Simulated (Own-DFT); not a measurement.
Simulation results for SiC (4H silicon carbide, atoms displaced)

Computed with Own-DFT development build. A calculation, not a measurement: plane-wave PBE density functional theory by an unreviewed code, no spin, of a simulated periodic cell, stress positive in tension, free energy of the whole cell less one offset for each atom, forces on such cells passed a denser k mesh, this cell's mesh not checked; offsets are fitted by least squares, one for each functional and potential file, so energies compare only between cells with the same atoms and settings and are not formation energies; the far tail of each file's local potential was reset to the Coulomb form; each entry is a single point on an unrelaxed cell, so the pressure reflects the starting lattice, mostly measured values (interpolated for alloys), from which strain is counted, and rises with the displacements; printed positions are rounded, which can move forces by about a meV/angstrom; the program, named Own-DFT, is a retired in-house code; no spin-orbit coupling.

Common to all runs: functional PBE; potential files PseudoDojo norm-conserving, scalar-relativistic, standard set; wave cutoff 42 hartree; occupations Fermi-Dirac; smearing width 0.1 eV; hardware one NVIDIA H100; k mesh 4 x 4 x 3 centred on Gamma.

(1) 
```cif
# cell vector a (Å): 9.2481 0.0000 0.0000
# cell vector b (Å): -4.6241 8.0091 0.0000
# cell vector c (Å): 0.0000 0.0000 10.0681
data_SiC
_symmetry_space_group_name_H-M 'P 1'
_symmetry_Int_Tables_number 1
_cell_length_a 9.2481
_cell_length_b 9.2481
_cell_length_c 10.0681
_cell_angle_alpha 90.000
_cell_angle_beta 90.000
_cell_angle_gamma 120.000
_cell_volume 745.73
loop_
_atom_site_label
_atom_site_type_symbol
_atom_site_fract_x
_atom_site_fract_y
_atom_site_fract_z
_atom_site_occupancy
Si1 Si 0.00232 0.00692 0.39981 1
Si2 Si 0.11919 0.22607 0.15491 1
C1 C 0.00666 0.00290 0.09774 1
C2 C 0.11197 0.22665 0.34164 1
Si3 Si 0.01006 0.33017 0.40951 1
Si4 Si 0.12665 0.55812 0.14790 1
C3 C 0.00189 0.32029 0.09359 1
C4 C 0.11772 0.56403 0.34014 1
Si5 Si 0.00777 0.67036 0.40556 1
Si6 Si 0.11779 0.89067 0.15764 1
C5 C 0.00309 0.67104 0.08946 1
C6 C 0.10390 0.87735 0.34398 1
Si7 Si 0.33378 0.00631 0.39986 1
Si8 Si 0.44712 0.22237 0.15433 1
C7 C 0.32107 0.99034 0.07735 1
C8 C 0.44322 0.22012 0.35032 1
Si9 Si 0.32686 0.33106 0.40566 1
Si10 Si 0.44742 0.56039 0.15602 1
C9 C 0.32849 0.32650 0.09284 1
C10 C 0.43713 0.55331 0.34763 1
Si11 Si 0.32728 0.66085 0.42304 1
Si12 Si 0.45078 0.90402 0.14433 1
C11 C 0.33148 0.66783 0.09710 1
C12 C 0.43647 0.87633 0.34589 1
Si13 Si 0.66394 0.00471 0.40878 1
Si14 Si 0.77891 0.22418 0.15272 1
C13 C 0.66142 0.99469 0.08689 1
C14 C 0.77500 0.21913 0.34737 1
Si15 Si 0.66741 0.32423 0.41497 1
Si16 Si 0.78814 0.57222 0.14952 1
C15 C 0.65736 0.32814 0.09548 1
C16 C 0.77940 0.55635 0.33969 1
Si17 Si 0.67631 0.67725 0.40946 1
Si18 Si 0.78147 0.90368 0.14863 1
C17 C 0.67607 0.67124 0.08760 1
C18 C 0.76914 0.88010 0.34203 1
Si19 Si 0.99466 0.00785 0.90777 1
Si20 Si 0.88523 0.78069 0.66092 1
C19 C 0.99755 0.98642 0.58964 1
C20 C 0.89448 0.77262 0.85101 1
Si21 Si 0.99248 0.66361 0.90037 1
Si22 Si 0.89839 0.44750 0.65484 1
C21 C 0.98640 0.67307 0.60114 1
C22 C 0.88003 0.42615 0.84497 1
Si23 Si 0.01100 0.34215 0.91471 1
Si24 Si 0.89928 0.11975 0.65851 1
C23 C 0.99330 0.32756 0.57863 1
C24 C 0.88886 0.10476 0.84210 1
Si25 Si 0.65598 0.99340 0.91719 1
Si26 Si 0.56000 0.77559 0.65063 1
C25 C 0.66756 0.01372 0.59052 1
C26 C 0.54457 0.77295 0.84344 1
Si27 Si 0.66434 0.66664 0.89783 1
Si28 Si 0.55638 0.44568 0.66355 1
C27 C 0.67903 0.65544 0.59395 1
C28 C 0.56022 0.44970 0.84528 1
Si29 Si 0.66868 0.32530 0.90450 1
Si30 Si 0.54999 0.10541 0.65799 1
C29 C 0.65190 0.32286 0.59193 1
C30 C 0.55310 0.10704 0.83043 1
Si31 Si 0.34768 0.00187 0.91680 1
Si32 Si 0.22462 0.77531 0.65277 1
C31 C 0.33459 0.99070 0.59357 1
C32 C 0.21492 0.77879 0.84744 1
Si33 Si 0.34243 0.66328 0.90835 1
Si34 Si 0.22784 0.44360 0.65410 1
C33 C 0.34032 0.67651 0.59398 1
C34 C 0.22235 0.43471 0.85011 1
Si35 Si 0.32444 0.32795 0.90373 1
Si36 Si 0.23881 0.12005 0.65597 1
C35 C 0.32950 0.32642 0.59211 1
C36 C 0.22851 0.11307 0.84369 1
_calc_free_energy_of_cell_above_offsets '-2.252'  # eV
_calc_pressure 6.3  # GPa
_calc_stress_xx -5.9  # GPa
_calc_stress_yy -4.15  # GPa
_calc_stress_zz -8.84  # GPa
_calc_stress_yz 2.05  # GPa
_calc_stress_xz 1.14  # GPa
_calc_stress_xy 0.25  # GPa
_calc_wall_time 363.2  # s
```

Force:
```csv
element,x (eV/Å),y (eV/Å),z (eV/Å)
Si,-0.187,-2.402,0.823
Si,-0.266,-1.415,0.644
C,-0.809,0.472,-0.506
C,1.016,-1.11,-0.308
Si,-3.022,1.628,-4.018
Si,-4.11,-1.039,2.2
C,-1.358,2.162,0.542
C,0.33,-1.968,1.012
Si,-1.879,-2.211,0.621
Si,-1.52,-1.468,-0.388
C,1.251,-0.852,-0.209
C,0.335,3.793,-0.86
Si,0.783,-2.888,1.568
Si,-1.576,-0.565,0.979
C,1.625,2.126,7.358
C,-0.282,0.883,-1.915
Si,1.701,0.835,-0.132
Si,0.686,-0.416,0.682
C,1.222,1.827,-0.159
C,1.131,0.398,0.364
Si,0.5,0.566,-5.595
Si,-1.165,-3.489,3.421
C,3.165,1.613,-2.074
C,-0.096,2.526,-0.962
Si,0.184,-1.782,-0.947
Si,-0.414,0.196,1.397
C,0.126,2.256,2.456
C,1.374,0.479,-1.507
Si,-1.223,2.095,-2.238
Si,0.268,-2.339,1.732
C,2.282,1.217,-1.386
C,0.16,-0.222,0.748
Si,-0.029,-3.651,-0.993
Si,1.751,-3.017,1.838
C,-2.396,0.859,-0.145
C,-0.032,3.758,-0.663
Si,3.92,-1.896,0.141
Si,0.941,0.306,1.168
C,-0.456,3.614,0.097
C,-3.912,2.276,-1.767
Si,2.606,-0.953,1.48
Si,-2.315,-0.809,-0.267
C,4.58,-1.862,-1.669
C,1.534,2.38,-0.385
Si,-1.104,-2.378,-1.787
Si,-0.644,-2.355,-1.204
C,1.47,1.787,5.008
C,-2.27,1.575,0.808
Si,1.151,0.792,-6.15
Si,0.332,1.533,0.59
C,2.36,-2.086,1.188
C,2.697,1.312,-0.926
Si,0.89,0.6,1.595
Si,0.503,-1.407,-1.607
C,-3.657,1.494,0.106
C,-0.407,-1.729,0.302
Si,-2.014,0.098,0.195
Si,-0.105,0.337,-2.63
C,1.383,1.212,2.1
C,0.693,-0.018,5.15
Si,-2.646,-0.564,-8.215
Si,-2.341,0.655,2.162
C,-1.04,1.424,-0.959
C,2.395,-0.755,-0.833
Si,-3.922,-0.651,0.19
Si,-1.043,-0.184,0.456
C,0.459,-2.43,2.447
C,-1.338,2.334,-1.974
Si,3.098,-0.414,1.009
Si,-1.169,-3.776,0.634
C,0.193,2.317,-0.067
C,-0.349,-0.634,0.235
```

(2) 
```cif
# cell vector a (Å): 9.2481 0.0000 0.0000
# cell vector b (Å): -4.6241 8.0091 0.0000
# cell vector c (Å): 0.0000 0.0000 10.0681
data_SiC
_symmetry_space_group_name_H-M 'P 1'
_symmetry_Int_Tables_number 1
_cell_length_a 9.2481
_cell_length_b 9.2481
_cell_length_c 10.0681
_cell_angle_alpha 90.000
_cell_angle_beta 90.000
_cell_angle_gamma 120.000
_cell_volume 745.73
loop_
_atom_site_label
_atom_site_type_symbol
_atom_site_fract_x
_atom_site_fract_y
_atom_site_fract_z
_atom_site_occupancy
Si1 Si 0.99765 0.00201 0.42278 1
Si2 Si 0.12285 0.23631 0.15325 1
C1 C 0.00146 0.01401 0.09081 1
C2 C 0.10841 0.20744 0.34620 1
Si3 Si 0.99164 0.33904 0.40613 1
Si4 Si 0.10119 0.54861 0.15766 1
C3 C 0.99597 0.33044 0.10110 1
C4 C 0.10092 0.55880 0.34379 1
Si5 Si 0.98974 0.66149 0.40514 1
Si6 Si 0.11494 0.89395 0.15331 1
C5 C 0.00018 0.66360 0.09729 1
C6 C 0.11107 0.87840 0.34074 1
Si7 Si 0.34305 0.01468 0.40850 1
Si8 Si 0.44231 0.21449 0.14834 1
C7 C 0.33280 0.99632 0.09106 1
C8 C 0.43977 0.22298 0.34697 1
Si9 Si 0.32164 0.33263 0.41075 1
Si10 Si 0.44391 0.55758 0.15520 1
C9 C 0.31862 0.32347 0.08446 1
C10 C 0.43179 0.54911 0.34571 1
Si11 Si 0.34096 0.66360 0.39726 1
Si12 Si 0.44256 0.89009 0.15305 1
C11 C 0.32540 0.67044 0.09281 1
C12 C 0.45511 0.89124 0.33699 1
Si13 Si 0.66662 0.00330 0.39961 1
Si14 Si 0.77326 0.20645 0.15309 1
C13 C 0.66047 0.99218 0.09588 1
C14 C 0.78194 0.22798 0.34239 1
Si15 Si 0.66057 0.33462 0.40234 1
Si16 Si 0.76625 0.55518 0.16477 1
C15 C 0.67023 0.33842 0.10498 1
C16 C 0.78156 0.54926 0.34331 1
Si17 Si 0.68032 0.66959 0.40967 1
Si18 Si 0.78132 0.88597 0.15212 1
C17 C 0.66745 0.67386 0.09677 1
C18 C 0.77527 0.88175 0.34147 1
Si19 Si 0.00453 0.00170 0.91449 1
Si20 Si 0.89104 0.78360 0.65491 1
C19 C 0.00077 0.01873 0.59548 1
C20 C 0.88481 0.77899 0.85268 1
Si21 Si 0.99147 0.66579 0.90672 1
Si22 Si 0.87281 0.44220 0.65484 1
C21 C 0.01230 0.67403 0.58434 1
C22 C 0.88419 0.44252 0.85235 1
Si23 Si 0.00214 0.33427 0.90200 1
Si24 Si 0.89407 0.11443 0.65294 1
C23 C 0.00746 0.34514 0.59309 1
C24 C 0.89135 0.12085 0.82830 1
Si25 Si 0.67562 0.00780 0.90856 1
Si26 Si 0.55504 0.77567 0.65369 1
C25 C 0.67885 0.01026 0.58808 1
C26 C 0.55559 0.78700 0.83940 1
Si27 Si 0.67443 0.66479 0.90625 1
Si28 Si 0.54691 0.44589 0.66287 1
C27 C 0.67598 0.67072 0.59267 1
C28 C 0.55496 0.45415 0.84233 1
Si29 Si 0.66978 0.33114 0.89464 1
Si30 Si 0.55223 0.11489 0.66070 1
C29 C 0.66798 0.32896 0.60156 1
C30 C 0.54975 0.11544 0.83602 1
Si31 Si 0.32838 0.99622 0.90237 1
Si32 Si 0.21021 0.77802 0.65515 1
C31 C 0.33400 0.00895 0.59316 1
C32 C 0.22184 0.77615 0.84143 1
Si33 Si 0.32380 0.66072 0.90141 1
Si34 Si 0.22156 0.44240 0.65476 1
C33 C 0.33391 0.67187 0.59224 1
C34 C 0.22516 0.44609 0.84154 1
Si35 Si 0.33199 0.34072 0.90712 1
Si36 Si 0.23314 0.12083 0.65896 1
C35 C 0.33897 0.34067 0.59702 1
C36 C 0.22576 0.11527 0.83571 1
_calc_free_energy_of_cell_above_offsets '-4.758'  # eV
_calc_pressure 5.83  # GPa
_calc_stress_xx -4.81  # GPa
_calc_stress_yy -5.54  # GPa
_calc_stress_zz -7.13  # GPa
_calc_stress_yz -0.78  # GPa
_calc_stress_xz -0.21  # GPa
_calc_stress_xy -1.64  # GPa
_calc_wall_time 343.9  # s
```

Force:
```csv
element,x (eV/Å),y (eV/Å),z (eV/Å)
Si,0.841,-1.555,-4.698
Si,-2.838,-2.873,2.352
C,1.055,-1.167,1.169
C,-1.504,2.537,-0.541
Si,2.394,-0.098,0.175
Si,0.162,1.177,0.393
C,0.427,-0.233,-2.17
C,2.459,-0.712,-0.224
Si,2.299,1.717,-0.788
Si,-0.819,-1.16,0.885
C,-1.989,0.838,-0.943
C,-0.828,2.21,1.191
Si,-0.335,-3.658,-0.736
Si,-0.494,1.383,1.257
C,-0.325,0.612,-0.817
C,-0.31,1.433,-1.298
Si,1.285,-0.426,-0.56
Si,-1.103,-0.219,-0.116
C,3.787,2.647,1.104
C,3.571,-0.606,-1.216
Si,-4.087,1.939,2.006
Si,-0.008,-0.96,0.39
C,1.036,-1.36,-0.34
C,-1.935,-0.027,0.786
Si,1.375,0.03,1.087
Si,-0.854,2.811,1.335
C,0.902,0.331,-1.275
C,-1.452,-1.355,-0.312
Si,1.134,-1.209,1.015
Si,2.319,0.451,-1.972
C,-0.422,-1.803,-2.509
C,-2.588,0.552,1.131
Si,-1.944,-0.867,-0.833
Si,-0.491,1.549,1.513
C,0.168,-2.094,-0.89
C,0.408,1.264,0.391
Si,-0.825,0.987,-3.097
Si,0.807,0.627,0.624
C,3.73,-2.676,1.54
C,1.595,1.022,-1.925
Si,1.525,-0.021,1.192
Si,4.336,1.775,0.962
C,-4.242,-1.624,1.739
C,1.09,1.071,-2.169
Si,-0.215,-0.02,0.869
Si,-2.832,2.173,-0.874
C,-1.402,-1.218,0.089
C,0.666,-0.994,4.303
Si,-1.021,-0.731,-1.785
Si,-0.256,1.801,-0.371
C,-1.732,-1.366,0.331
C,0.875,-1.16,1.296
Si,-3.444,1.077,0.583
Si,2.417,0.994,-1.548
C,-0.94,-0.931,0.529
C,0.754,-1.532,1.241
Si,-2.464,0.329,2.838
Si,1.693,-1.494,-2.416
C,-3.431,0.688,-2.236
C,1.028,-0.955,3.018
Si,0.374,0.64,-0.087
Si,3.775,1.259,-0.091
C,0.43,-0.974,0.213
C,-1.83,-0.22,-0.047
Si,1.395,1.818,0.742
Si,-0.527,1.931,-0.226
C,0.23,-0.518,-0.448
C,-1.025,-0.372,-0.021
Si,0.993,-1.042,-1.466
Si,-1.565,-0.417,-1.502
C,-0.858,-0.75,-0.619
C,-0.397,-0.278,2.881
```

(3) 
```cif
# cell vector a (Å): 9.2481 0.0000 0.0000
# cell vector b (Å): -4.6241 8.0091 0.0000
# cell vector c (Å): 0.0000 0.0000 10.0681
data_SiC
_symmetry_space_group_name_H-M 'P 1'
_symmetry_Int_Tables_number 1
_cell_length_a 9.2481
_cell_length_b 9.2481
_cell_length_c 10.0681
_cell_angle_alpha 90.000
_cell_angle_beta 90.000
_cell_angle_gamma 120.000
_cell_volume 745.73
loop_
_atom_site_label
_atom_site_type_symbol
_atom_site_fract_x
_atom_site_fract_y
_atom_site_fract_z
_atom_site_occupancy
Si1 Si 0.01797 0.00471 0.41932 1
Si2 Si 0.11353 0.22317 0.15312 1
C1 C 0.99660 0.99277 0.10299 1
C2 C 0.10930 0.21931 0.34563 1
Si3 Si 0.00113 0.33255 0.41264 1
Si4 Si 0.11200 0.55504 0.15720 1
C3 C 0.01026 0.33940 0.09089 1
C4 C 0.10679 0.54940 0.33639 1
Si5 Si 0.00693 0.68417 0.41988 1
Si6 Si 0.10948 0.88273 0.15535 1
C5 C 0.00406 0.67242 0.09973 1
C6 C 0.11297 0.87669 0.34362 1
Si7 Si 0.33114 0.00649 0.40944 1
Si8 Si 0.45575 0.22940 0.15725 1
C7 C 0.33300 0.99773 0.09019 1
C8 C 0.44893 0.22232 0.34851 1
Si9 Si 0.34199 0.35511 0.39838 1
Si10 Si 0.45813 0.56109 0.15840 1
C9 C 0.34470 0.33537 0.10404 1
C10 C 0.45115 0.56082 0.34907 1
Si11 Si 0.34468 0.66759 0.41103 1
Si12 Si 0.43007 0.87322 0.16456 1
C11 C 0.34395 0.67199 0.09256 1
C12 C 0.45779 0.90899 0.35396 1
Si13 Si 0.66577 0.00154 0.40496 1
Si14 Si 0.78027 0.22392 0.16351 1
C13 C 0.66838 0.99210 0.09894 1
C14 C 0.77749 0.23312 0.33680 1
Si15 Si 0.64795 0.32196 0.41399 1
Si16 Si 0.77345 0.54071 0.15003 1
C15 C 0.66368 0.33604 0.09194 1
C16 C 0.77260 0.55768 0.35522 1
Si17 Si 0.67824 0.67758 0.40956 1
Si18 Si 0.77476 0.88148 0.14906 1
C17 C 0.64729 0.65005 0.09991 1
C18 C 0.77164 0.87254 0.34681 1
Si19 Si 0.00612 0.00290 0.90441 1
Si20 Si 0.88639 0.77285 0.65813 1
C19 C 0.99771 0.99049 0.58251 1
C20 C 0.89573 0.77965 0.84766 1
Si21 Si 0.00625 0.67094 0.90977 1
Si22 Si 0.88327 0.43346 0.65130 1
C21 C 0.99022 0.66252 0.58909 1
C22 C 0.88198 0.43000 0.83402 1
Si23 Si 0.99235 0.32032 0.90625 1
Si24 Si 0.88629 0.10553 0.65871 1
C23 C 0.98454 0.30989 0.59104 1
C24 C 0.88289 0.09884 0.84487 1
Si25 Si 0.66609 0.99673 0.90359 1
Si26 Si 0.54614 0.77085 0.66688 1
C25 C 0.67681 0.00124 0.59148 1
C26 C 0.56299 0.77253 0.84843 1
Si27 Si 0.66466 0.67893 0.90099 1
Si28 Si 0.54695 0.44111 0.65650 1
C27 C 0.66924 0.67270 0.60451 1
C28 C 0.54697 0.44769 0.84760 1
Si29 Si 0.66396 0.32438 0.90835 1
Si30 Si 0.56019 0.11592 0.64875 1
C29 C 0.67541 0.33990 0.58797 1
C30 C 0.54099 0.10339 0.84216 1
Si31 Si 0.34261 0.00375 0.90405 1
Si32 Si 0.21898 0.77740 0.65132 1
C31 C 0.32438 0.99835 0.59387 1
C32 C 0.23240 0.78792 0.84390 1
Si33 Si 0.32865 0.66556 0.90295 1
Si34 Si 0.22087 0.44198 0.65050 1
C33 C 0.32837 0.66896 0.59950 1
C34 C 0.22421 0.44954 0.84124 1
Si35 Si 0.34264 0.34292 0.91738 1
Si36 Si 0.23775 0.11779 0.64605 1
C35 C 0.33472 0.32844 0.59492 1
C36 C 0.21030 0.11417 0.83629 1
_calc_free_energy_of_cell_above_offsets '-1.622'  # eV
_calc_pressure 6.96  # GPa
_calc_stress_xx -6.41  # GPa
_calc_stress_yy -7.03  # GPa
_calc_stress_zz -7.42  # GPa
_calc_stress_yz 1.23  # GPa
_calc_stress_xz 0.43  # GPa
_calc_stress_xy -0.96  # GPa
_calc_wall_time 357.2  # s
```

Force:
```csv
element,x (eV/Å),y (eV/Å),z (eV/Å)
Si,-1.982,-1.144,-6.74
Si,0.372,-0.694,1.426
C,0.523,1.083,-2.123
C,0.693,0.985,-0.124
Si,-0.766,-0.314,-2.78
Si,0.753,0.553,-0.737
C,-1.253,-1.145,0.036
C,0.834,1.377,3.553
Si,-0.161,-5.15,-4.396
Si,0.075,1.944,0.837
C,-0.125,-2.758,-1.746
C,-0.258,4.016,-0.284
Si,0.777,-1.157,-0.854
Si,-0.995,-2.598,0.887
C,0.187,0.465,1.11
C,-3.301,-0.084,-1.454
Si,0.281,-4.733,1.542
Si,-5.541,-2.441,1.921
C,-1.77,-0.019,-0.739
C,0.313,2.159,-0.942
Si,-2.511,1.039,-0.859
Si,1.366,3.68,-0.414
C,-1.113,-2.495,0.069
C,-2.233,-3.474,-1.183
Si,3.202,0.912,-0.239
Si,0.439,-0.833,-2.752
C,-1.839,1.331,-1.117
C,0.602,-1.11,3.593
Si,3.667,3.566,-2.18
Si,-0.905,4.048,2.962
C,2.487,-2.182,-0.715
C,1.571,-1.163,-1.54
Si,-0.636,-3.282,1.685
Si,0.184,-0.89,2.734
C,6.641,4.091,-3.727
C,-0.046,5.747,-1.714
Si,-0.648,-1.237,1.334
Si,0.065,0.95,0.512
C,0.264,0.891,6.551
C,-0.782,-0.307,-0.271
Si,0.069,-0.928,-0.621
Si,0.91,1.175,0.017
C,1.85,-0.372,3.887
C,-0.006,1.187,2.162
Si,0.633,1.626,-0.773
Si,1.443,-1.711,-0.318
C,0.911,3.792,0.799
C,0.098,0.972,-0.205
Si,-0.975,-0.24,1.574
Si,1.416,1.454,-1.723
C,-2.603,-1.005,0.868
C,-5.686,2.74,-1.407
Si,5.084,-4.206,2.782
Si,1.712,1.396,0.932
C,-1.096,-1.514,-1.191
C,2.817,0.127,-0.842
Si,-1.141,1.253,-1.481
Si,0.095,-0.936,0.869
C,-2.406,-1.676,2.243
C,4.138,2.027,-1.272
Si,-4.356,-0.918,1.037
Si,-1.094,0.089,1.514
C,3.107,-0.194,-0.762
C,-0.88,-1.538,-0.725
Si,0.994,0.458,0.917
Si,-0.387,-0.894,1.413
C,0.962,-1.001,-1.077
C,-0.39,-1.326,0.546
Si,-1.932,-1.59,-1.498
Si,-4.008,-1.368,2.749
C,-1.096,2.219,-2.272
C,3.387,1.272,0.739
```
